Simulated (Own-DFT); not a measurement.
## Calculated data, Si3N4 (beta silicon nitride, strained, atoms displaced)

A calculation, not a measurement: plane-wave PBE density functional theory by an unreviewed code, no spin, of a simulated periodic cell, stress positive in tension, free energy of the whole cell less one offset for each atom, forces on such cells passed a denser k mesh, this cell's mesh not checked; offsets are fitted by least squares, one for each functional and potential file, so energies compare only between cells with the same atoms and settings and are not formation energies; the far tail of each file's local potential was reset to the Coulomb form; each entry is a single point on an unrelaxed cell, so the pressure reflects the starting lattice, mostly measured values (interpolated for alloys), from which strain is counted, and rises with the displacements; printed positions are rounded, which can move forces by about a meV/angstrom; the program, named Own-DFT, is a retired in-house code; no spin-orbit coupling; before rounding, a Quantum ESPRESSO 7.3.1 run of the same cell and cutoff gave forces within 1 meV/angstrom rms on each cell, which checks the program and not the settings. Program: Own-DFT development build.

Settings shared by all entries: functional PBE; potential files PseudoDojo norm-conserving, scalar-relativistic, standard set; wave cutoff 42 hartree; occupations Fermi-Dirac; smearing width 0.1 eV; k mesh 3 x 3 x 3 centred on Gamma.

(1) Si3N4 (beta silicon nitride, strained, atoms displaced)

```
cell vectors (Å)
   7.7206    -0.0146    -0.0847
  -3.8729     6.6344     0.0896
  -0.0972     0.0626     8.7516
atoms (fractions of the cell vectors)
Si  0.18094  0.77084  0.09881
Si  0.22656  0.40536  0.08088
Si  0.59246  0.82623  0.08685
Si  0.83400  0.23483  0.24487
Si  0.77042  0.59594  0.24859
Si  0.41233  0.18397  0.24911
N   0.34159  0.03547  0.08761
N   0.96049  0.30432  0.09011
N   0.69526  0.65605  0.07946
N   0.67437  0.97712  0.24152
N   0.02431  0.70320  0.25181
N   0.30312  0.33679  0.24619
N   0.33127  0.65666  0.08760
N   0.67443  0.33803  0.24973
Si  0.17636  0.76981  0.41153
Si  0.24787  0.43048  0.42106
Si  0.60866  0.83954  0.42369
Si  0.81060  0.22817  0.58246
Si  0.75970  0.58716  0.58537
Si  0.40520  0.16549  0.58102
N   0.32803  0.02874  0.41291
N   0.96642  0.29482  0.41807
N   0.69735  0.66707  0.41935
N   0.67539  0.97873  0.58857
N   0.03508  0.70549  0.59750
N   0.29901  0.32839  0.58741
N   0.34240  0.67394  0.41868
N   0.65940  0.33039  0.58438
Si  0.17395  0.78012  0.75101
Si  0.22900  0.40327  0.74304
Si  0.58556  0.83839  0.74195
Si  0.82079  0.22545  0.92394
Si  0.76872  0.59567  0.90954
Si  0.41567  0.17361  0.91528
N   0.33113  0.02652  0.74794
N   0.96603  0.29528  0.75666
N   0.69954  0.66358  0.75295
N   0.66922  0.98060  0.91520
N   0.03239  0.69114  0.91334
N   0.31815  0.34171  0.91390
N   0.33994  0.67627  0.75740
N   0.66434  0.33540  0.92158
```

- free energy of cell above offsets: -3.992 eV
- pressure: 1.9 GPa
- stress xx: 4.62 GPa
- stress yy: -6.85 GPa
- stress zz: -3.48 GPa
- stress yz: 2.49 GPa
- stress xz: -2.91 GPa
- stress xy: -2.63 GPa

Force:
```csv
element,x (eV/Å),y (eV/Å),z (eV/Å)
Si,-0.166,-0.397,-4.085
Si,1.136,-1.398,-1.031
Si,0.9,-1.593,-2.11
Si,-2.35,-0.094,3.558
Si,-1.271,-0.882,0.038
Si,0.016,0.585,-0.169
N,-0.371,-1.22,-0.136
N,3.411,1.23,-3.12
N,-1.38,2.234,0.274
N,0.136,-1.107,2.597
N,1.49,0.524,0.548
N,-0.007,-0.207,1.786
N,-1.041,2.825,0.449
N,-0.352,-0.508,0.547
Si,-0.584,-0.358,3.113
Si,0.004,-5.375,-1.096
Si,-0.118,-1.074,-2.426
Si,3.054,3.473,0.721
Si,1.371,1.408,1.322
Si,-1.84,1.086,0.103
N,0.284,0.498,0.341
N,0.734,0.978,0.341
N,-0.327,0.85,-0.762
N,-0.217,-0.948,-2.692
N,-1.924,-1.378,-5.284
N,0.725,-0.109,-1.747
N,-0.748,3.034,0.017
N,0.208,-0.276,-0.253
Si,2.003,-2.633,2.537
Si,-0.412,1.025,2.743
Si,2.291,-2.553,4.485
Si,-0.562,3.357,-1.499
Si,1.639,-0.707,2.811
Si,-1.725,0.634,0.291
N,0.432,2.409,0.654
N,-0.201,0.026,-1.193
N,-2.72,2.124,-3.162
N,-0.157,-3.693,0.283
N,-0.335,0.921,2.305
N,-1.544,-0.863,0.474
N,-1.492,-1.502,-1.001
N,2.009,-0.346,-0.574
```

(2) Si3N4 (beta silicon nitride, strained, atoms displaced)

```
cell vectors (Å)
   7.6732     0.0737     0.0752
  -3.7728     6.5587     0.0503
   0.0863     0.1165     8.7097
atoms (fractions of the cell vectors)
Si  0.17827  0.78428  0.08598
Si  0.24376  0.41271  0.08484
Si  0.58623  0.81755  0.08869
Si  0.82738  0.22620  0.24914
Si  0.76862  0.59220  0.24876
Si  0.38875  0.17077  0.25520
N   0.33281  0.02436  0.08767
N   0.95839  0.29421  0.08864
N   0.70675  0.67868  0.08693
N   0.66644  0.97331  0.25249
N   0.03859  0.69537  0.25095
N   0.31184  0.33325  0.24917
N   0.31041  0.65554  0.08847
N   0.65121  0.33238  0.24735
Si  0.16155  0.76204  0.41139
Si  0.23464  0.40929  0.41197
Si  0.61393  0.83063  0.42049
Si  0.82597  0.23970  0.57580
Si  0.77357  0.59794  0.59362
Si  0.40209  0.18345  0.57684
N   0.33005  0.03018  0.41048
N   0.95978  0.29610  0.41117
N   0.70525  0.67925  0.40942
N   0.66445  0.96667  0.57855
N   0.02953  0.69720  0.57824
N   0.30110  0.32809  0.57918
N   0.34880  0.66851  0.41984
N   0.66653  0.33498  0.58062
Si  0.17229  0.77937  0.76116
Si  0.22784  0.40089  0.74216
Si  0.59597  0.83047  0.73956
Si  0.84140  0.23863  0.92203
Si  0.76271  0.58766  0.91330
Si  0.40806  0.18010  0.91440
N   0.33202  0.04112  0.74948
N   0.96541  0.31306  0.74129
N   0.70594  0.66994  0.74890
N   0.65265  0.96101  0.92318
N   0.04013  0.71126  0.91422
N   0.29627  0.33174  0.91242
N   0.33052  0.66876  0.74987
N   0.67416  0.34281  0.92204
```

- free energy of cell above offsets: -2.731 eV
- pressure: 6.98 GPa
- stress xx: -1.56 GPa
- stress yy: -7.4 GPa
- stress zz: -11.98 GPa
- stress yz: 4.72 GPa
- stress xz: 4.32 GPa
- stress xy: 6.87 GPa

Force:
```csv
element,x (eV/Å),y (eV/Å),z (eV/Å)
Si,-0.127,-3.771,-1.22
Si,-2.25,-1.532,-0.515
Si,-1.475,0.639,0.497
Si,-4.225,0.093,0.781
Si,0.636,-0.517,0.353
Si,5.07,-0.324,-2.721
N,-0.488,4.206,-0.807
N,4.185,1.736,-1.864
N,0.362,-0.639,-1.366
N,0.256,-1.371,-0.549
N,-3.318,-1.029,-1.028
N,-4.013,1.864,-0.525
N,2.821,2.25,-0.055
N,2.203,-0.493,0.343
Si,4.249,1.353,1.707
Si,-0.978,0.839,0.251
Si,-4.145,-0.145,-2.005
Si,-0.791,-1.377,1.51
Si,0.849,-0.956,-4.5
Si,3.716,-2.48,-0.089
N,-0.745,-1.58,3.191
N,3.227,1.371,-0.071
N,3.41,-1.965,2.319
N,0.716,3.149,0.295
N,-0.427,0.463,2.577
N,-2.511,1.258,-0.5
N,-2.183,0.065,-0.338
N,-1.327,0.199,0.147
Si,3.267,0.145,-5.689
Si,-1.482,2.174,0.774
Si,-1.394,-1.574,4.148
Si,-2.942,-2.104,-1.424
Si,0.995,3.171,2.062
Si,1.419,-0.224,0.853
N,-0.063,-0.351,-0.266
N,1.589,-0.657,0.889
N,-2.211,1.407,1.215
N,0.933,1.937,-2.469
N,-3.798,-1.704,4.205
N,0.356,-0.325,0.528
N,0.658,-0.151,-0.172
N,-0.025,-3.052,-0.474
```

(3) Si3N4 (beta silicon nitride, strained, atoms displaced)

```
cell vectors (Å)
   7.6948     0.1205     0.0238
  -3.7430     6.4395    -0.0833
   0.0273    -0.0946     8.7118
atoms (fractions of the cell vectors)
Si  0.16069  0.77028  0.08410
Si  0.24258  0.41447  0.07318
Si  0.59633  0.82910  0.09107
Si  0.82941  0.23165  0.24978
Si  0.77073  0.59470  0.25422
Si  0.40183  0.18374  0.25419
N   0.34255  0.04115  0.08181
N   0.97243  0.29900  0.07627
N   0.71119  0.67000  0.08534
N   0.66956  0.97034  0.24585
N   0.02309  0.69790  0.25054
N   0.31619  0.34009  0.26748
N   0.33852  0.67825  0.08228
N   0.65997  0.32681  0.25608
Si  0.16589  0.77647  0.41102
Si  0.22971  0.40212  0.40968
Si  0.57841  0.81063  0.41143
Si  0.83040  0.23827  0.58569
Si  0.76255  0.60015  0.59256
Si  0.40361  0.18294  0.58630
N   0.33410  0.03032  0.41128
N   0.96003  0.27639  0.42068
N   0.70250  0.67674  0.41447
N   0.64878  0.96693  0.58196
N   0.02523  0.70293  0.58436
N   0.30427  0.33408  0.57182
N   0.33199  0.67136  0.41767
N   0.67536  0.33548  0.58600
Si  0.16933  0.77359  0.75278
Si  0.23225  0.39089  0.75476
Si  0.59112  0.81578  0.75135
Si  0.82195  0.23270  0.91697
Si  0.76843  0.58554  0.91018
Si  0.39240  0.17734  0.91712
N   0.33781  0.03905  0.75321
N   0.97114  0.29732  0.74955
N   0.70976  0.67406  0.74466
N   0.66714  0.96841  0.92337
N   0.03405  0.69847  0.91572
N   0.31335  0.34186  0.92532
N   0.33291  0.66491  0.74965
N   0.67196  0.32755  0.91780
```

- free energy of cell above offsets: -2.518 eV
- pressure: 9.22 GPa
- stress xx: -6.38 GPa
- stress yy: -9.23 GPa
- stress zz: -12.04 GPa
- stress yz: -5.37 GPa
- stress xz: 3.81 GPa
- stress xy: 8.09 GPa

Force:
```csv
element,x (eV/Å),y (eV/Å),z (eV/Å)
Si,2.992,1.129,0.191
Si,-3.924,1.554,6.209
Si,0.265,-1.216,-3.208
Si,-0.94,-0.308,-0.171
Si,-0.747,-1.41,-0.84
Si,4.47,-2.405,-0.611
N,-1.778,-1.403,0.535
N,1.554,0.76,1.8
N,-1.226,0.242,-1.072
N,0.061,0.285,2.85
N,0.486,0.303,-0.678
N,-1.765,1.119,-6.673
N,-0.754,-1.22,0.305
N,1.218,1.156,-0.292
Si,1.94,-0.901,2.351
Si,-4.335,1.923,3.976
Si,0.137,3.691,0.972
Si,-0.258,-2.843,-0.097
Si,3.923,-1.824,-7.037
Si,4.044,-1.639,-1.626
N,-0.685,0.842,1.304
N,2.141,1.925,-1.487
N,0.659,-0.664,1.668
N,1.151,-0.151,0.828
N,0.079,0.551,-0.289
N,-0.926,0.34,3.176
N,-2.366,-2.158,-0.576
N,-3.18,0.766,0.232
Si,2.363,-0.618,-1.726
Si,-2.782,2.683,-2.43
Si,-2.427,2.71,-0.376
Si,2.476,-1.946,-0.601
Si,0.345,1.206,1.911
Si,5.884,-1.394,1.345
N,-1.305,-0.562,-1.057
N,1.317,-0.059,1.081
N,-2.401,0.866,5.558
N,0.505,-0.664,-1.19
N,-2.011,-0.383,-0.12
N,0.057,0.02,-4.114
N,-0.136,-1.11,0.386
N,-4.126,0.806,-0.407
```

(4) Si3N4 (beta silicon nitride, strained, atoms displaced)

```
cell vectors (Å)
   7.7160     0.0520    -0.1491
  -3.8130     6.5126    -0.0164
  -0.1710    -0.1205     8.7761
atoms (fractions of the cell vectors)
Si  0.16700  0.76794  0.09081
Si  0.23752  0.39775  0.09071
Si  0.60116  0.84156  0.07825
Si  0.81735  0.23008  0.25080
Si  0.76950  0.59548  0.25245
Si  0.39664  0.16222  0.25319
N   0.33402  0.03063  0.08438
N   0.96928  0.29519  0.08679
N   0.68761  0.66216  0.09754
N   0.66948  0.96902  0.24686
N   0.04177  0.69336  0.24789
N   0.30270  0.33042  0.24429
N   0.32590  0.65938  0.08418
N   0.66620  0.33272  0.24328
Si  0.17287  0.77197  0.41997
Si  0.23163  0.41734  0.41312
Si  0.59747  0.82835  0.41661
Si  0.80943  0.23984  0.57805
Si  0.77399  0.59166  0.57494
Si  0.39992  0.17774  0.57629
N   0.33644  0.02516  0.42507
N   0.96323  0.29087  0.42324
N   0.69188  0.67011  0.41664
N   0.67297  0.98139  0.57348
N   0.02474  0.69100  0.59005
N   0.30452  0.32960  0.58494
N   0.32542  0.66319  0.41570
N   0.66522  0.33748  0.59143
Si  0.16898  0.77291  0.74908
Si  0.23483  0.40580  0.74148
Si  0.60316  0.82614  0.75256
Si  0.81353  0.22519  0.91950
Si  0.78866  0.61243  0.91973
Si  0.39568  0.17164  0.90519
N   0.33326  0.02670  0.74603
N   0.96760  0.30046  0.75018
N   0.69754  0.67676  0.75715
N   0.68587  0.97938  0.92086
N   0.03618  0.69499  0.91704
N   0.31274  0.33368  0.91108
N   0.32722  0.66223  0.75068
N   0.65354  0.31452  0.92550
```

* free energy of cell above offsets: -1.999 eV
* pressure: 5.58 GPa
* stress xx: -1.34 GPa
* stress yy: -12.06 GPa
* stress zz: -3.35 GPa
* stress yz: -5.29 GPa
* stress xz: -6.36 GPa
* stress xy: 6.61 GPa

Force:
```csv
element,x (eV/Å),y (eV/Å),z (eV/Å)
Si,3.996,0.08,-2.243
Si,-3.324,1.766,-5.426
Si,-1.273,-4.108,1.09
Si,2.398,0.641,-0.732
Si,0.531,-0.419,0.175
Si,1.227,2.075,-0.761
N,-0.83,-1.004,-0.869
N,0.117,0.024,0.624
N,0.811,1.474,-3.712
N,-0.423,0.087,1.689
N,-3.939,-0.644,2.29
N,1.475,-1.579,5.38
N,0.919,1.742,-0.082
N,-1.354,-0.283,1.525
Si,0.874,-2.112,0.718
Si,-0.024,-4.007,0.391
Si,-2.106,0.284,-1.409
Si,5.62,-0.532,1.706
Si,-2.638,1.324,2.428
Si,2.053,0.034,3.528
N,-0.603,0.587,-2.656
N,0.326,1.126,-1.085
N,2.436,-1.082,-0.117
N,-0.347,-2.296,2.417
N,-0.219,0.744,-3.306
N,-1.598,1.065,-2.157
N,0.855,3.197,0.311
N,-3.17,-0.099,-0.771
Si,3,-1.511,1.935
Si,-2.215,-0.673,2.736
Si,-4.098,1.605,-1.233
Si,2.624,4.56,-0.852
Si,-2.721,-3.464,1.167
Si,2.362,0.163,3.139
N,-0.526,0.424,-1.735
N,-0.506,-0.288,-0.112
N,3.96,-1.884,-1.661
N,-0.435,-4.313,-1.441
N,-1.041,0.765,-0.361
N,-2.806,0.795,0.801
N,0.787,2.419,-0.433
N,-0.175,3.317,-0.897
```

(5) Si3N4 (beta silicon nitride, strained, atoms displaced)

```
cell vectors (Å)
   7.5320     0.0380    -0.1347
  -3.7331     6.5849     0.1022
  -0.1545     0.0462     8.8791
atoms (fractions of the cell vectors)
Si  0.16752  0.76689  0.07459
Si  0.23100  0.40585  0.09145
Si  0.58127  0.82491  0.08590
Si  0.82998  0.22207  0.24791
Si  0.76708  0.59011  0.25840
Si  0.39709  0.17099  0.25207
N   0.34482  0.04338  0.08252
N   0.98267  0.31284  0.09186
N   0.70574  0.67635  0.08448
N   0.67782  0.97877  0.24573
N   0.02856  0.68898  0.24420
N   0.30056  0.34112  0.24606
N   0.32191  0.67309  0.08989
N   0.65996  0.32224  0.25545
Si  0.16908  0.77499  0.41400
Si  0.22611  0.39889  0.41216
Si  0.60813  0.83414  0.41625
Si  0.82839  0.23563  0.58006
Si  0.77350  0.59612  0.58642
Si  0.39830  0.16457  0.58620
N   0.32806  0.03197  0.42401
N   0.97243  0.30363  0.41697
N   0.68647  0.66101  0.41346
N   0.65855  0.97145  0.58196
N   0.01734  0.68923  0.59123
N   0.30205  0.31528  0.59403
N   0.32641  0.66202  0.41963
N   0.65466  0.33155  0.58376
Si  0.16909  0.76599  0.74958
Si  0.23214  0.40145  0.74190
Si  0.58717  0.82526  0.75230
Si  0.82672  0.22932  0.91472
Si  0.76880  0.59662  0.91287
Si  0.40225  0.18641  0.91182
N   0.32867  0.01977  0.74698
N   0.97393  0.29945  0.74540
N   0.69537  0.66424  0.75184
N   0.66797  0.97267  0.91339
N   0.03470  0.69858  0.92041
N   0.29451  0.33236  0.91301
N   0.35156  0.67476  0.75143
N   0.67695  0.33698  0.90693
```

* free energy of cell above offsets: -3.461 eV
* pressure: 4.93 GPa
* stress xx: -12.05 GPa
* stress yy: -5 GPa
* stress zz: 2.26 GPa
* stress yz: 0.34 GPa
* stress xz: -6.1 GPa
* stress xy: -0.11 GPa

Force:
```csv
element,x (eV/Å),y (eV/Å),z (eV/Å)
Si,-0.23,2.885,3.795
Si,-0.275,2.586,-4.574
Si,1.4,0.382,-1.187
Si,-1.457,3.617,0.216
Si,-0.124,-1.122,-2.325
Si,1.341,0.614,-0.26
N,-1.206,-1.768,-0.21
N,-2.816,-2.272,-1.841
N,-0.517,-0.442,-0.304
N,-0.067,-3.737,0.708
N,-0.709,1.145,1.073
N,2.505,-2.021,3.578
N,3.803,-1.513,-0.317
N,0.429,1.301,-0.073
Si,1.336,-1.94,0.519
Si,1.21,1.981,1.93
Si,-3.268,-0.611,0.172
Si,-1.577,-0.488,0.206
Si,-4.255,-2.393,0.222
Si,2.381,-0.065,0.508
N,-0.92,-0.784,-2.057
N,-0.729,-1.29,0.027
N,1.951,0.003,1.081
N,1.237,0.301,-0.231
N,3.151,1.94,-2.136
N,-3.589,2.242,-2.633
N,0.911,1.104,-0.043
N,2.237,0.374,-0.216
Si,1.881,-0.518,1.272
Si,-0.13,1.882,1.09
Si,3.744,2.776,-0.831
Si,1.267,0.641,0.195
Si,0.259,-0.335,2.21
Si,2.988,-1.835,0.228
N,-0.533,1.41,1.686
N,-0.722,-0.192,0.659
N,-0.323,1.11,-1.607
N,0.262,-0.604,1.048
N,-1.914,-0.607,-3.698
N,-0.805,0.703,1.75
N,-5.853,-4.517,-0.193
N,-2.273,0.056,0.562
```

(6) Si3N4 (beta silicon nitride, strained, atoms displaced)

```
cell vectors (Å)
   7.5434     0.0399     0.0325
  -3.7372     6.4494     0.0601
   0.0372     0.1011     8.8327
atoms (fractions of the cell vectors)
Si  0.16038  0.76511  0.07918
Si  0.22430  0.39931  0.08842
Si  0.58911  0.82526  0.07758
Si  0.81917  0.22673  0.25749
Si  0.78197  0.59519  0.23826
Si  0.41359  0.17026  0.25030
N   0.32720  0.03906  0.09037
N   0.98378  0.31888  0.07948
N   0.70540  0.66657  0.08379
N   0.66052  0.97440  0.24410
N   0.03407  0.70249  0.24702
N   0.29326  0.32238  0.25159
N   0.32469  0.65757  0.09045
N   0.67512  0.33696  0.23687
Si  0.17583  0.77562  0.41622
Si  0.22211  0.39976  0.39815
Si  0.60365  0.83900  0.41216
Si  0.82886  0.23598  0.58559
Si  0.77755  0.60214  0.58514
Si  0.39805  0.18268  0.58695
N   0.34707  0.03906  0.41879
N   0.97724  0.29109  0.41291
N   0.70261  0.66841  0.40952
N   0.67124  0.96548  0.57737
N   0.04148  0.69675  0.58284
N   0.30799  0.32832  0.57618
N   0.33476  0.66407  0.40664
N   0.65339  0.32487  0.58158
Si  0.17498  0.77090  0.75354
Si  0.22733  0.39047  0.75331
Si  0.59668  0.83416  0.74626
Si  0.82748  0.23348  0.92488
Si  0.76605  0.58963  0.91292
Si  0.41759  0.16938  0.91526
N   0.31925  0.02597  0.75247
N   0.97080  0.30214  0.75014
N   0.68514  0.66958  0.74941
N   0.65950  0.96777  0.92223
N   0.03535  0.69424  0.91971
N   0.30674  0.33646  0.91273
N   0.32800  0.66098  0.74646
N   0.65954  0.32251  0.90978
```

* free energy of cell above offsets: -2.895 eV
* pressure: 11.06 GPa
* stress xx: -14.96 GPa
* stress yy: -14.6 GPa
* stress zz: -3.63 GPa
* stress yz: 3.58 GPa
* stress xz: 0.12 GPa
* stress xy: -0.18 GPa

Force:
```csv
element,x (eV/Å),y (eV/Å),z (eV/Å)
Si,3.731,1.439,1.925
Si,3.886,0.874,-1.937
Si,-0.325,-2.577,2.946
Si,2.183,1.714,-2.042
Si,-2.396,0.579,3.237
Si,-1.026,1.516,0.476
N,0.34,-2.27,-2.339
N,-4.508,-3.199,1.145
N,-1.37,1.093,-2.11
N,0.639,-1.018,-0.596
N,0.399,0.475,1.358
N,1.983,-1.243,-2.528
N,0.344,2.457,-0.75
N,-0.824,-0.678,0.579
Si,2.197,-0.368,-1.039
Si,3.234,2.896,4.551
Si,-0.57,-3.89,-0.298
Si,-0.356,-0.285,-0.52
Si,-1.53,-0.919,-1.547
Si,4.154,-4.301,-0.815
N,-0.601,-1.149,0.544
N,-4.526,-1.649,0.895
N,0.857,0.525,0.363
N,0.209,2.067,0.777
N,-2.254,-0.311,0.991
N,-6.713,3.506,0.353
N,-0.536,1.155,0.451
N,3.09,2.407,0.433
Si,1.405,-1.986,-1.148
Si,0.189,2.398,-2.6
Si,-2.586,-1.267,0.777
Si,1.127,0.074,-1.316
Si,-0.803,0.594,0.238
Si,-4.841,-1.176,0.678
N,0.448,1.756,0.091
N,-1.049,-1.191,0.398
N,4.012,-1.202,0.272
N,0.466,1.403,-2.808
N,-2.992,-0.922,-1.81
N,1.297,-1.469,2.278
N,0.81,0.925,0.286
N,2.808,3.215,0.159
```
